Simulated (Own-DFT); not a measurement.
SiC (4H silicon carbide, atoms displaced) (calculated)

A calculation, not a measurement: plane-wave PBE density functional theory by an unreviewed code, no spin, of a simulated periodic cell, stress positive in tension, free energy of the whole cell less one offset for each atom, forces on such cells passed a denser k mesh, this cell's mesh not checked; offsets are fitted by least squares, one for each functional and potential file, so energies compare only between cells with the same atoms and settings and are not formation energies; the far tail of each file's local potential was reset to the Coulomb form; each entry is a single point on an unrelaxed cell, so the pressure reflects the starting lattice, mostly measured values (interpolated for alloys), from which strain is counted, and rises with the displacements; printed positions are rounded, which can move forces by about a meV/angstrom; the program, named Own-DFT, is a retired in-house code; no spin-orbit coupling. Program: Own-DFT development build.

```xyz
128
Lattice="12.3308 0.0000 0.0000 -6.1654 10.6788 0.0000 0.0000 0.0000 10.0681" Properties=species:S:1:pos:R:3:force_x:R:1:force_y:R:1:force_z:R:1 formula=SiC functional=PBE potential_files=PseudoDojo_norm-conserving,scalar-relativistic,standard_set wave_cutoff=42 occupations=Fermi-Dirac smearing_width=0.1 hardware=one_NVIDIA_H200 k_mesh=3_x_3_x_3_centred_on_Gamma free_energy_of_cell_above_offsets=-18.970 pressure=3.74 stress_xx=-3.56 stress_yy=-2.81 stress_zz=-4.83 stress_yz=-0.22 stress_xz=-0.22 stress_xy=0.24 wall_time=532.2
Si     6.1442    10.6748     4.1060      0.101      0.098     -1.073
Si    -0.0083     1.8004     1.5810      0.479     -0.912     -0.879
C      6.1772    10.6419     0.9517     -0.099      0.622     -0.367
C     -0.0225     1.7925     3.4363      0.531     -0.178      1.043
Si    10.7805     2.6377     4.0873     -0.135      0.868      0.298
Si    -1.5143     4.4563     1.5898       -1.1      -0.16     -0.327
C     -1.5075     2.6677     0.9016     -0.962     -0.049      0.738
C     -1.5606     4.4949     3.4916      0.936     -1.257     -0.462
Si    -3.0676     5.3419     4.0850     -0.281      0.626     -0.152
Si    -3.0673     7.1239     1.5951     -0.544      0.039     -0.536
C     -3.0853     5.3824     0.9242     -0.173     -1.105      0.519
C     -3.0418     7.1618     3.4681     -1.216     -0.971      0.194
Si     7.6780     8.0101     4.1059      0.964      0.734     -0.535
Si    -4.5665     9.7227     1.5465     -1.518      2.003       0.32
C     -4.6389     8.0424     0.9415      0.706     -1.949     -0.094
C     -4.6424     9.8080     3.3982      0.317     -0.172      1.379
Si     3.0721     0.0330     4.0524       0.15     -1.209      0.542
Si     3.0536     1.7517     1.5944      0.495      1.241     -0.817
C     -3.0546    10.6724     0.9339     -1.463      0.495     -0.409
C      3.1082     1.8093     3.4501      -1.17      -0.63       0.34
Si     1.5273     2.6676     4.1123      0.103      0.119     -0.388
Si     1.4986     4.4492     1.5884      1.439      0.021     -0.288
C      1.5383     2.7115     0.9556      0.078     -1.231     -0.454
C      1.5526     4.4324     3.4478     -0.263      0.161      0.674
Si     0.0327     5.3477     4.0882     -0.466     -0.502      0.429
Si    -0.0302     7.1278     1.5785      0.982      0.058     -0.011
C      0.0084     5.3438     0.9770     -0.304      0.431     -0.577
C      0.0402     7.1029     3.4853     -0.646      0.581     -0.616
Si    -1.5266     7.9824     4.0739      0.461      0.794      0.844
Si    -1.5891     9.8343     1.4995      1.915     -1.579      1.824
C     -1.5532     7.9927     0.8996        0.1      0.789      1.125
C     -1.5394     9.7571     3.4773       0.12      0.945     -0.959
Si     0.0354    10.6622     4.1023     -1.616       0.57      0.218
Si     6.1473     1.7791     1.5660      0.744     -0.354     -0.405
C     -0.0023    10.6643     0.9211      0.114      0.098      0.548
C      6.1772     1.8101     3.4267     -0.229     -0.843      0.962
Si     4.6054     2.6426     4.0576      0.877      1.188      0.496
Si     4.6300     4.4496     1.5661     -0.347      -0.23      0.782
C      4.6720     2.6770     0.9638      -1.52     -0.234      0.126
C      4.6624     4.4776     3.4798     -1.753     -1.141     -0.597
Si     3.0622     5.3613     4.0943      0.596     -0.299     -0.408
Si     3.0705     7.0899     1.5848      1.279     -0.278     -0.167
C      3.1035     5.2925     0.9618     -1.114      0.697     -0.421
C      3.0848     7.1314     3.4502     -0.626      0.074      0.615
Si     1.5206     8.0659     4.0765      0.792     -0.965      0.785
Si     1.5190     9.7855     1.5940      0.362     -0.239      -0.21
C      1.6022     7.9817     0.9564      -1.72      0.659     -0.165
C      1.5312     9.8173     3.4865      0.619     -0.037     -0.437
Si     9.2466     0.0397     4.1254      0.245     -1.136     -0.248
Si     9.2493     1.7207     1.5451      0.083      1.696      0.408
C      3.0991    10.6568     0.9705     -0.839     -0.059     -0.481
C      9.2623     1.7458     3.4676     -0.968      1.213      -0.39
Si     7.6705     2.6783     4.1331      1.125     -0.039     -0.479
Si     7.6683     4.4013     1.5965      0.624      1.107     -0.573
C      7.6670     2.6627     0.8608       0.77     -0.508      2.577
C      7.7157     4.4650     3.5075      -0.07     -0.662     -0.693
Si     6.1426     5.2772     4.0780      0.849      2.181      0.395
Si     6.1775     7.0993     1.5830     -0.407       0.93      0.276
C      6.1060     5.3624     0.9717      1.676     -0.711     -0.679
C      6.1710     7.1645     3.4737     -0.533     -1.315       0.32
Si     4.5846     8.0002     4.1455      0.699      0.445     -2.103
Si     4.6106     9.7832     1.5591      1.064     -0.843      0.874
C      4.6412     7.9690     0.9478     -0.531      0.631     -0.184
C      4.6020     9.7972     3.4850     -0.191     -0.287      0.046
Si     6.0931    10.6487     9.1045      1.122      1.125      1.149
Si     6.1685     8.9272     6.6192     -0.115     -0.126     -0.515
C     12.3104     0.0273     5.9647     -0.178     -0.333       0.37
C      6.1933     8.9598     8.4883     -0.705      -2.12      0.002
Si    -4.6148     8.0179     9.1501     -0.416     -0.184     -0.846
Si     7.7364     6.2341     6.5386     -0.507     -0.441      0.882
C     -4.6118     8.0057     5.9853     -0.468      0.222      -0.31
C      7.7056     6.2516     8.4531      0.136     -0.416      0.447
Si    -3.0600     5.3418     9.0952     -0.227      0.198      0.373
Si     9.2357     3.5337     6.6278      0.491      0.322      0.188
C      9.2579     5.3051     5.9432     -0.127      0.295       0.75
C      9.2869     3.5402     8.5399     -1.232      0.375     -0.765
Si    -1.5237     2.6737     9.0901      -0.42     -0.954      0.692
Si    10.7264     0.9057     6.6274       0.75     -1.283     -0.611
C     10.7356     2.5912     5.9988      1.054      1.888     -0.667
C     10.7793     0.8551     8.4552     -0.334      0.947      1.275
Si     9.2569     0.0480     9.1739      -0.79      -0.82     -1.524
Si     3.1248     8.8325     6.5975     -1.735      1.995      0.775
C      9.2265     0.0034     6.0007      0.339     -0.901      -0.42
C      3.1141     8.9002     8.4929     -0.578      0.567      0.195
Si     4.5945     8.0113     9.1138      1.191     -0.094      0.718
Si     4.7046     6.2865     6.6311     -2.179     -1.397     -0.221
C      4.5656     8.0025     5.9564      2.377      0.079      0.976
C      4.5965     6.2170     8.5295      1.116      0.331     -0.735
Si     6.1840     5.3285     9.1245     -0.248      0.023      -0.02
Si     6.1652     3.5767     6.5972     -0.509     -0.381       0.55
C      6.1460     5.3530     5.9651      0.869     -0.188      0.022
C      6.1638     3.5140     8.5074     -0.177      1.351     -0.229
Si     7.6915     2.6559     9.1419      0.386      0.037     -1.791
Si     7.7058     0.8597     6.5641     -0.713      0.477      1.144
C      7.7067     2.6888     6.0280     -0.437     -0.654      -0.96
C      7.6697     0.9075     8.4542      1.082     -0.572      1.046
Si     0.0141    10.6594     9.1312      0.215       0.47     -0.568
Si    -0.0163     8.8777     6.6551      0.758      0.708     -1.343
C     -0.0393    10.6645     6.0286      1.035      0.026      -1.38
C     -0.0479     8.9316     8.4502      1.046      -0.95      2.394
Si     1.5836     8.0181     9.1374     -0.862     -0.005     -0.653
Si     1.4904     6.2386     6.6097      0.965     -0.054     -0.856
C      1.5563     8.0500     6.0061     -0.632     -0.745      -0.61
C      1.5606     6.2292     8.4562     -0.415      0.069      1.377
Si     3.0802     5.3453     9.1128      -0.29     -0.314      0.659
Si     3.1054     3.5547     6.6422      -0.15      0.586     -0.664
C      3.0621     5.3516     5.9359      0.522     -0.005      1.565
C      3.0862     3.5467     8.5494      0.206      0.362     -0.984
Si     4.6138     2.6969     9.1700      0.717     -1.044     -0.404
Si     4.6504     0.9084     6.5981     -1.109     -0.727      0.943
C      4.6105     2.6401     5.9607      0.381      0.782     -0.064
C      4.6907     0.8902     8.5492     -1.985      0.402     -0.749
Si     3.0598     0.0004     9.1205      0.649      0.101     -0.624
Si    -3.0871     8.8744     6.6307      0.668       0.34     -0.928
C     -3.1274    10.6493     5.9677      0.989      0.488      0.024
C     -3.0877     8.8654     8.4858      -0.21      0.895      0.736
Si    -1.5668     8.0430     9.1462      0.668     -0.934     -1.391
Si    -1.5558     6.1889     6.6348      0.399      0.972     -1.099
C     -1.4849     8.0450     5.9782     -1.585     -1.525     -0.106
C     -1.5062     6.2356     8.4700     -0.516      0.225      1.181
Si     0.0119     5.3537     9.1502     -0.054      -0.38     -0.597
Si     0.0444     3.5143     6.6184     -1.913      0.782       0.16
C     -0.0272     5.3264     5.9851      0.383     -0.445     -0.214
C     -0.0680     3.5523     8.5112      2.552      0.453     -0.393
Si     1.5889     2.6253     9.0905     -1.839      0.884      1.188
Si     1.5424     0.8673     6.5763     -0.363      0.273      0.989
C      1.5445     2.6772     6.0142      0.644     -0.665       -0.6
C      1.4889     0.8780     8.5366       0.72     -0.423      -1.04
```

Units: wave_cutoff in hartree; smearing_width, free_energy_of_cell_above_offsets in eV; pressure, stress_xx, stress_yy, stress_zz, stress_yz, stress_xz, stress_xy in GPa; wall_time in s; force_x, force_y, force_z in eV/Å.
